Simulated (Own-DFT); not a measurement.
# Computed records: Hf36O71 (tetragonal hafnia with one neutral oxygen vacancy, atoms displaced)

A calculation, not a measurement: plane-wave PBE and HSE06 DFT by an unreviewed code, no spin, of a simulated cell at Gamma alone, so results move with cell size and shape, stress positive in tension, energies less offsets, not probed for a lower state with spin; hafnium file: forces about 75 meV/angstrom off all-electron values; oxygen file: force components 24 meV/angstrom off all-electron in a glass; k mesh not checked against a denser one; forces and stress are PBE's, HSE06 gives the energy alone, and its difference from PBE has offsets of its own; offsets are fitted by least squares, one for each functional and potential file, so energies compare only between cells with the same atoms and settings and are not formation energies; the far tail of each file's local potential was reset to the Coulomb form; each entry is a single point on an unrelaxed cell, so the pressure reflects the starting lattice, taken from the Materials Project, from which strain is counted, and rises with the displacements; printed positions are rounded, which can move forces by about a meV/angstrom; the program is a retired in-house code; no spin-orbit coupling. Program: Own-DFT development build.

Common to all runs: first functional PBE; second functional HSE06; exact exchange share 0.25; screening 0.11 1/bohr; exchange divergence Gygi-Baldereschi; potential files PseudoDojo norm-conserving, scalar-relativistic, made for PBE, standard set; wave cutoff 48 hartree; occupations fixed; k mesh 1 x 1 x 1 centred on Gamma.

(1) Hf36O71 (tetragonal hafnia with one neutral oxygen vacancy, atoms displaced)

```
CELL_PARAMETERS angstrom
10.78000 0.00000 0.00000
0.00000 10.78000 0.00000
0.00000 0.00000 10.44930
ATOMIC_POSITIONS crystal
Hf 0.99857 0.99986 0.01713
Hf 0.16468 0.15578 0.23575
O 0.00541 0.17114 0.16042
O 0.17200 0.00481 0.34983
O 0.00169 0.15899 0.40066
O 0.17839 0.00809 0.10140
Hf 0.99883 0.99579 0.50133
Hf 0.16635 0.15924 0.74331
O 0.00281 0.16353 0.65068
O 0.15929 0.99894 0.84540
O 0.00786 0.16193 0.89033
O 0.15736 0.00320 0.60340
Hf 0.00319 0.34527 0.99999
Hf 0.17326 0.49632 0.23959
O 0.99622 0.50632 0.16001
O 0.16617 0.32033 0.34331
O 0.00386 0.50402 0.41419
O 0.16605 0.32929 0.09286
Hf 0.99411 0.32793 0.50677
Hf 0.16297 0.51397 0.76027
O 0.99300 0.49660 0.64095
O 0.16642 0.32960 0.84120
O 0.00250 0.50606 0.88594
O 0.16454 0.33114 0.60907
Hf 0.99912 0.66963 0.01245
Hf 0.16510 0.82721 0.26472
O 0.00977 0.82687 0.14908
O 0.16035 0.66702 0.33937
O 0.17199 0.67027 0.11081
Hf 0.99329 0.66898 0.50208
Hf 0.15686 0.83395 0.74967
O 0.00195 0.83655 0.65563
O 0.14921 0.65821 0.84584
O 0.00415 0.84045 0.89679
O 0.17343 0.65770 0.59913
Hf 0.33750 0.00423 0.00442
Hf 0.50985 0.16511 0.26296
O 0.33929 0.15935 0.14484
O 0.48600 0.00260 0.35349
O 0.34422 0.17240 0.40078
O 0.50120 0.99140 0.09841
Hf 0.32323 0.00324 0.51034
Hf 0.49130 0.16296 0.75058
O 0.32560 0.16246 0.65931
O 0.50401 0.99720 0.85330
O 0.33211 0.16540 0.90528
O 0.49113 0.00136 0.60527
Hf 0.32100 0.33455 0.01077
Hf 0.49308 0.50784 0.23897
O 0.34404 0.49502 0.15149
O 0.50637 0.32822 0.34563
O 0.31942 0.48522 0.39799
O 0.50037 0.32710 0.09398
Hf 0.32880 0.33468 0.49397
Hf 0.50146 0.50049 0.74929
O 0.32561 0.49989 0.65794
O 0.49312 0.32523 0.83805
O 0.33048 0.49928 0.89974
O 0.48693 0.32644 0.58587
Hf 0.33108 0.67625 0.00623
Hf 0.50661 0.83293 0.26143
O 0.32746 0.82654 0.14017
O 0.48778 0.66128 0.34506
O 0.34080 0.82257 0.40021
O 0.49881 0.66939 0.09797
Hf 0.33653 0.65888 0.50324
Hf 0.50550 0.82361 0.73172
O 0.33615 0.83308 0.65890
O 0.51136 0.64956 0.85347
O 0.33814 0.82872 0.90048
O 0.49264 0.66421 0.59958
Hf 0.68523 0.00188 0.00520
Hf 0.82652 0.16025 0.24900
O 0.66715 0.17610 0.14086
O 0.81842 0.99283 0.33662
O 0.66479 0.16189 0.40898
O 0.82618 0.00077 0.09860
Hf 0.66554 0.99588 0.49524
Hf 0.82871 0.16998 0.74547
O 0.67540 0.16709 0.64677
O 0.83466 0.99448 0.86124
O 0.66076 0.16506 0.89385
O 0.83149 0.99912 0.58429
Hf 0.65757 0.34290 0.99512
Hf 0.83352 0.49816 0.23332
O 0.67005 0.49855 0.14414
O 0.83355 0.32921 0.35003
O 0.66405 0.51577 0.40946
O 0.82992 0.34064 0.09506
Hf 0.68074 0.33618 0.50668
Hf 0.83357 0.49466 0.75456
O 0.67186 0.51449 0.65780
O 0.82541 0.32769 0.85787
O 0.66748 0.49876 0.90193
O 0.83411 0.33965 0.59972
Hf 0.67050 0.66354 0.01119
Hf 0.83557 0.83381 0.23700
O 0.67097 0.83173 0.15838
O 0.83654 0.65820 0.35273
O 0.66891 0.83977 0.39013
O 0.85587 0.67691 0.11314
Hf 0.67182 0.66345 0.49406
Hf 0.83302 0.84226 0.76857
O 0.66532 0.85153 0.65446
O 0.84552 0.66851 0.84806
O 0.67433 0.83694 0.89317
O 0.83399 0.66955 0.60037
```

- PBE energy of cell above offsets: -87.413 eV
- HSE06 less PBE above offsets: 0.594 eV
- PBE pressure: 4.55 GPa
- PBE stress xx: -7.73 GPa
- PBE stress yy: -2.09 GPa
- PBE stress zz: -3.82 GPa
- PBE stress yz: -1.01 GPa
- PBE stress xz: -0.45 GPa
- PBE stress xy: -0.17 GPa

Force:
| element | x (eV/Å) | y (eV/Å) | z (eV/Å) |
| --- | --- | --- | --- |
| Hf | 3.081 | 1.203 | -3.835 |
| Hf | 3.369 | 0.939 | 3.179 |
| O | -3.756 | -0.673 | -2.228 |
| O | -0.09 | -1.611 | 0.743 |
| O | -1.19 | -0.28 | 0.467 |
| O | -3.401 | -0.579 | -0.227 |
| Hf | 0.159 | 0.604 | -0.652 |
| Hf | -1.298 | 2.022 | 2.484 |
| O | -2.617 | 0.357 | -0.741 |
| O | 0.787 | -1.158 | 0.503 |
| O | -1.309 | 0.542 | 3.06 |
| O | 0.867 | -0.886 | -0.604 |
| Hf | -1.002 | -2.194 | -2.96 |
| Hf | -0.695 | -0.374 | 3.784 |
| O | 2.375 | -0.773 | -2.292 |
| O | -0.409 | 1.329 | -1.13 |
| O | 0.129 | -1.374 | -1.41 |
| O | -2.23 | 1.235 | 2.001 |
| Hf | 4.027 | 0.949 | -1.062 |
| Hf | 0.911 | -6.169 | -4.173 |
| O | -0.135 | 0.386 | 1.989 |
| O | -0.418 | 0.991 | 1.882 |
| O | -1.215 | -1.653 | 3.236 |
| O | -0.389 | -0.397 | -2.413 |
| Hf | 3.525 | 0.502 | -3.901 |
| Hf | 2.186 | 1.483 | -1.329 |
| O | -0.729 | 1.941 | 0.14 |
| O | -0.047 | -1.718 | 1.512 |
| O | -1.187 | -1.798 | -1.512 |
| Hf | 0.753 | -1.209 | 0.039 |
| Hf | 2.203 | 0.21 | 1.227 |
| O | -1.438 | -0.224 | -1.297 |
| O | 0.599 | 5.965 | 2.994 |
| O | -0.538 | -0.709 | 2.099 |
| O | -1.544 | 1.099 | -0.42 |
| Hf | 2.114 | -0.795 | -1.465 |
| Hf | -2.065 | 0.45 | -1.725 |
| O | -0.082 | 1.03 | 1.132 |
| O | 1.111 | -1.55 | 0.108 |
| O | -0.472 | -1.46 | 0.661 |
| O | 1.676 | -0.31 | 1.001 |
| Hf | 1.556 | 0.386 | -1.274 |
| Hf | 0.856 | -1.632 | 0.791 |
| O | 1.356 | -0.875 | -1.772 |
| O | -0.654 | -0.249 | -1.21 |
| O | -0.066 | 0.516 | -0.196 |
| O | 0.919 | -0.053 | -1.183 |
| Hf | 4.197 | -1.475 | -4.566 |
| Hf | 3.085 | -2.361 | 2.442 |
| O | -3.534 | -0.149 | -1.389 |
| O | 0.583 | 2.592 | -0.722 |
| O | 0.471 | 3.641 | -1.49 |
| O | -0.711 | 1.175 | 0.046 |
| Hf | -1.74 | -1.96 | 1.762 |
| Hf | -2.171 | -1.675 | -0.221 |
| O | 2.097 | 0.367 | -0.671 |
| O | 1.068 | 2.295 | 0.507 |
| O | -0.456 | 0.488 | 1.505 |
| O | 3.292 | 0.498 | 0.971 |
| Hf | 0.624 | 0.641 | -1.787 |
| Hf | -2.454 | 1.556 | -1.338 |
| O | 0.615 | 0.368 | 2.144 |
| O | 0.61 | 0.054 | 0.28 |
| O | -0.856 | 1.197 | 0.662 |
| O | 1.494 | -0.488 | 0.517 |
| Hf | -1.805 | -0.398 | -0.209 |
| Hf | -1.505 | 1.642 | 4.013 |
| O | -1.762 | 0.209 | -1.373 |
| O | 0.204 | 2.619 | 0.085 |
| O | -0.601 | -0.518 | 0.036 |
| O | 2.237 | 0.219 | -0.017 |
| Hf | -8.711 | 0.968 | -4.854 |
| Hf | 0.542 | 1.585 | 0.884 |
| O | 0.977 | -1.157 | 1.469 |
| O | 0.932 | 1.103 | 0.081 |
| O | 0.543 | 0.996 | -1.305 |
| O | 5.479 | -0.183 | 3.39 |
| Hf | -0.955 | 0.1 | 1.696 |
| Hf | 1.201 | -0.655 | 1.834 |
| O | -1.377 | 0.65 | -0.301 |
| O | 0.239 | 2.964 | 0.043 |
| O | 1.081 | 0.009 | 0.799 |
| O | 0.51 | 0.069 | 1.02 |
| Hf | 0.086 | -3.675 | -0.202 |
| Hf | -0.329 | -1.07 | 4.086 |
| O | -0.932 | 1.453 | 0.073 |
| O | -0.773 | 0.619 | -0.176 |
| O | -0.058 | -4.39 | -1.689 |
| O | 1.273 | 0.302 | 0.246 |
| Hf | -4.234 | -0.572 | -1.776 |
| Hf | 1.501 | 1.199 | -0.34 |
| O | -0.73 | -1.114 | -0.807 |
| O | 0.836 | 0.693 | -1.419 |
| O | 0.722 | 1.365 | 0.046 |
| O | -0.162 | -0.555 | 1.801 |
| Hf | -1.362 | 1.022 | -2.721 |
| Hf | 0.859 | -1.138 | 3.498 |
| O | -0.392 | -1.015 | -1.849 |
| O | -0.166 | 1.628 | -0.863 |
| O | -1.131 | -2.139 | 0.79 |
| O | -5.009 | -1.099 | -0.344 |
| Hf | 1.074 | 2.665 | 2.24 |
| Hf | -0.221 | -2.452 | -2.334 |
| O | 1.494 | -0.577 | -1.423 |
| O | -0.679 | -0.435 | 1.31 |
| O | 0.153 | -1.704 | 2.176 |
| O | -0.854 | 0.57 | -0.287 |

(2) Hf36O71 (tetragonal hafnia with one neutral oxygen vacancy, atoms displaced)

```
CELL_PARAMETERS angstrom
10.78000 0.00000 0.00000
0.00000 10.78000 0.00000
0.00000 0.00000 10.44930
ATOMIC_POSITIONS crystal
Hf 0.99904 0.99814 0.00169
Hf 0.16682 0.16977 0.25143
O 0.00188 0.16912 0.15495
O 0.16980 0.99877 0.34865
O 0.99854 0.16571 0.40226
O 0.16403 0.00465 0.10167
Hf 0.00076 0.99728 0.49616
Hf 0.16780 0.16877 0.75023
O 0.99605 0.17016 0.65217
O 0.16437 0.99915 0.84488
O 0.00062 0.16917 0.90280
O 0.16925 0.00120 0.60009
Hf 0.99588 0.33809 0.99596
Hf 0.16761 0.49355 0.25150
O 0.99699 0.50357 0.14899
O 0.16436 0.33460 0.34199
O 0.99669 0.50327 0.40417
O 0.16854 0.33240 0.09804
Hf 0.00221 0.33303 0.49598
Hf 0.16856 0.49674 0.74583
O 0.99832 0.50396 0.65023
O 0.16526 0.33404 0.84638
O 0.99799 0.49488 0.90299
O 0.16070 0.33440 0.59401
Hf 0.99792 0.66724 0.00196
Hf 0.16455 0.82969 0.25020
O 0.00137 0.83600 0.14823
O 0.16759 0.66793 0.34815
O 0.99667 0.83527 0.39866
O 0.16382 0.66816 0.09796
Hf 0.99653 0.66748 0.50089
Hf 0.16122 0.83781 0.75217
O 0.00348 0.83784 0.65272
O 0.16829 0.66709 0.84540
O 0.00317 0.83653 0.89758
O 0.16253 0.66660 0.59082
Hf 0.33099 0.00395 0.99773
Hf 0.49664 0.16488 0.24884
O 0.33344 0.16583 0.15133
O 0.49975 0.00262 0.34926
O 0.33151 0.16445 0.40398
O 0.50069 0.00253 0.10004
Hf 0.32976 0.00017 0.49885
Hf 0.49834 0.16299 0.75409
O 0.33456 0.16624 0.64896
O 0.50021 0.99607 0.84696
O 0.33307 0.16802 0.89978
O 0.50420 0.00332 0.59961
Hf 0.33864 0.33993 0.00346
Hf 0.49546 0.49557 0.24771
O 0.33479 0.50426 0.15430
O 0.50262 0.32811 0.34892
O 0.33262 0.50012 0.40321
O 0.50192 0.33538 0.09491
Hf 0.33125 0.33140 0.49858
Hf 0.50125 0.49815 0.75331
O 0.33475 0.49325 0.66029
O 0.50283 0.33836 0.84738
O 0.33217 0.49616 0.90269
O 0.50532 0.33033 0.59686
Hf 0.32869 0.66472 0.00087
Hf 0.50596 0.82921 0.24408
O 0.33160 0.83411 0.15862
O 0.50029 0.66865 0.34739
O 0.32959 0.83208 0.40148
O 0.49590 0.66526 0.09866
Hf 0.32944 0.66570 0.49829
Hf 0.50157 0.83486 0.74746
O 0.32631 0.83312 0.65032
O 0.50044 0.66955 0.84713
O 0.33091 0.83700 0.90234
O 0.50444 0.66159 0.59580
Hf 0.66776 0.99696 0.99916
Hf 0.83685 0.16934 0.24832
O 0.66404 0.17080 0.15427
O 0.83232 0.00066 0.35147
O 0.66699 0.16865 0.40175
O 0.83673 0.00197 0.09902
Hf 0.66677 0.99681 0.50321
Hf 0.83089 0.16757 0.74937
O 0.66705 0.16317 0.65200
O 0.83135 0.00026 0.85165
O 0.66985 0.16422 0.90379
O 0.83627 0.00457 0.59512
Hf 0.66671 0.33557 0.99976
Hf 0.83833 0.49917 0.25064
O 0.66438 0.49657 0.15033
O 0.83102 0.33585 0.35214
O 0.66090 0.50165 0.40226
O 0.83199 0.33198 0.09430
Hf 0.66555 0.33127 0.49966
Hf 0.83734 0.49495 0.75083
O 0.67064 0.50524 0.65286
O 0.83046 0.33806 0.84613
O 0.66207 0.49995 0.90299
O 0.84028 0.33827 0.59462
Hf 0.66833 0.66578 0.99566
Hf 0.83617 0.83445 0.25253
O 0.66428 0.83276 0.14752
O 0.83473 0.66734 0.34143
O 0.66512 0.83548 0.40213
O 0.83159 0.66616 0.09938
Hf 0.66871 0.67463 0.50379
Hf 0.83336 0.83827 0.74883
O 0.66740 0.83165 0.65496
O 0.66868 0.83609 0.90019
O 0.84076 0.66438 0.60048
```

- PBE energy of cell above offsets: -100.349 eV
- HSE06 less PBE above offsets: -0.119 eV
- PBE pressure: 1.13 GPa
- PBE stress xx: -0.7 GPa
- PBE stress yy: -0.99 GPa
- PBE stress zz: -1.69 GPa
- PBE stress yz: 0.54 GPa
- PBE stress xz: 0.61 GPa
- PBE stress xy: -0.02 GPa

Force:
| element | x (eV/Å) | y (eV/Å) | z (eV/Å) |
| --- | --- | --- | --- |
| Hf | 0.533 | 0.81 | -0.235 |
| Hf | 0.046 | -1.765 | -0.94 |
| O | -0.194 | 0.173 | 0.017 |
| O | -0.397 | 0.296 | 0.072 |
| O | 0.363 | 0.15 | -0.26 |
| O | 0.365 | -0.085 | -0.786 |
| Hf | 0.344 | 0.738 | 0.612 |
| Hf | -0.815 | -0.444 | -0.218 |
| O | 0.898 | -0.174 | 0.326 |
| O | 0.2 | 1.257 | 0.702 |
| O | -0.18 | -0.244 | 0.152 |
| O | -0.888 | 0.377 | -0.356 |
| Hf | 0.849 | -1.71 | 0.768 |
| Hf | -0.479 | 2.05 | -0.758 |
| O | 0.988 | -0.392 | 0.304 |
| O | 0.142 | -0.263 | 1.301 |
| O | 0.356 | -0.519 | -0.797 |
| O | -0.141 | 0.62 | -0.091 |
| Hf | -1.676 | -0.096 | 0.473 |
| Hf | -0.84 | 0.834 | 0.443 |
| O | 0.906 | -0.239 | 0.459 |
| O | 0.077 | 0.044 | -0.244 |
| O | -0.217 | 1.932 | -0.524 |
| O | 1.523 | 0.007 | 0.183 |
| Hf | -0.083 | 0.078 | -0.63 |
| Hf | 1.176 | 0.619 | 0.13 |
| O | -0.686 | -0.309 | 0.039 |
| O | -0.119 | -1.01 | -0.437 |
| O | -0.057 | -0.464 | -0.056 |
| O | 0.265 | -0.179 | -0.065 |
| Hf | 0.821 | -0.192 | -0.24 |
| Hf | 1.248 | -0.856 | -0.222 |
| O | -1.269 | 0.07 | -0.645 |
| O | -0.076 | -0.668 | 0.069 |
| O | -0.683 | -0.803 | 0.545 |
| O | 0.558 | -0.46 | 0.531 |
| Hf | 0.018 | -0.748 | 0.973 |
| Hf | 1.147 | -0.831 | 0.394 |
| O | -0.281 | 0.321 | 0.037 |
| O | 0.011 | -0.703 | -0.179 |
| O | -0.424 | 1.1 | -0.375 |
| O | -0.263 | -0.119 | -0.856 |
| Hf | 0.641 | -1.133 | -0.059 |
| Hf | 0.389 | 0.569 | -0.827 |
| O | -0.161 | 0.423 | 0.476 |
| O | 0.007 | 0.628 | 0.341 |
| O | 0.28 | 0.386 | 0.006 |
| O | -0.92 | -0.5 | 0.205 |
| Hf | -0.963 | -1.326 | -0.469 |
| Hf | 2.439 | 0.946 | 1.304 |
| O | -1.208 | -0.578 | -0.524 |
| O | -0.882 | 0.782 | -0.314 |
| O | -0.233 | -0.843 | -0.157 |
| O | -0.688 | 0.14 | 0.5 |
| Hf | 1.38 | -0.195 | 0.787 |
| Hf | 1.132 | 1.158 | -0.998 |
| O | -0.19 | 0.046 | -1.072 |
| O | -0.15 | -1.671 | 0.348 |
| O | 0.066 | 0.992 | 0.269 |
| O | -1.411 | 0.206 | 0.211 |
| Hf | 0.398 | 1.201 | -0.498 |
| Hf | -1.669 | 0.492 | 0.989 |
| O | 0.128 | -0.055 | -0.729 |
| O | -0.134 | -0.414 | -0.345 |
| O | 0.093 | 0.008 | 0.648 |
| O | 0.386 | 0.147 | -0.492 |
| Hf | 0.674 | 1.425 | 0.039 |
| Hf | -1.601 | -0.763 | 0.033 |
| O | 1.404 | -0.161 | 0.31 |
| O | -0.144 | -0.172 | 0.004 |
| O | 0.077 | -0.426 | 0.561 |
| O | -1.091 | 0.551 | 0.071 |
| Hf | -0.059 | 0.737 | 0.743 |
| Hf | -1.204 | -0.182 | 0.529 |
| O | 0.609 | -0.095 | -0.074 |
| O | 0.162 | -0.069 | -0.663 |
| O | 0.249 | -0.816 | 0.481 |
| O | -0.759 | -0.073 | 0.212 |
| Hf | -0.047 | 1.892 | -1.039 |
| Hf | 0.432 | -0.091 | -0.027 |
| O | 0.062 | 0.316 | 0.526 |
| O | 0.217 | 0.069 | -0.604 |
| O | -0.412 | 0.431 | -0.155 |
| O | -0.34 | -0.611 | 0.569 |
| Hf | 0.085 | -0.462 | 0.229 |
| Hf | -1.83 | -0.034 | 0.202 |
| O | 0.483 | 0.105 | 0.247 |
| O | 0.555 | -0.267 | -1.036 |
| O | 0.317 | 0.226 | 0.414 |
| O | 0.458 | 0.063 | 0.441 |
| Hf | 0.76 | 0.778 | -0.518 |
| Hf | -0.521 | 1.647 | -1.077 |
| O | -0.091 | -0.379 | 0.656 |
| O | -0.082 | -1.386 | 0.47 |
| O | 0.484 | 0.478 | -0.141 |
| O | -1.098 | -0.287 | 0.466 |
| Hf | -0.659 | 0.066 | 0.525 |
| Hf | -0.298 | 0.455 | -0.56 |
| O | 1.34 | 0.109 | 0.029 |
| O | -0.076 | 0.181 | 0.73 |
| O | 0.34 | -0.204 | -0.191 |
| O | 0.209 | 0.194 | -0.991 |
| Hf | -0.466 | -2.425 | -0.469 |
| Hf | 0.707 | -0.695 | 0.657 |
| O | 0.468 | 0.129 | -0.746 |
| O | 0.317 | -0.856 | -0.231 |
| O | -1.428 | 0.991 | 0.164 |
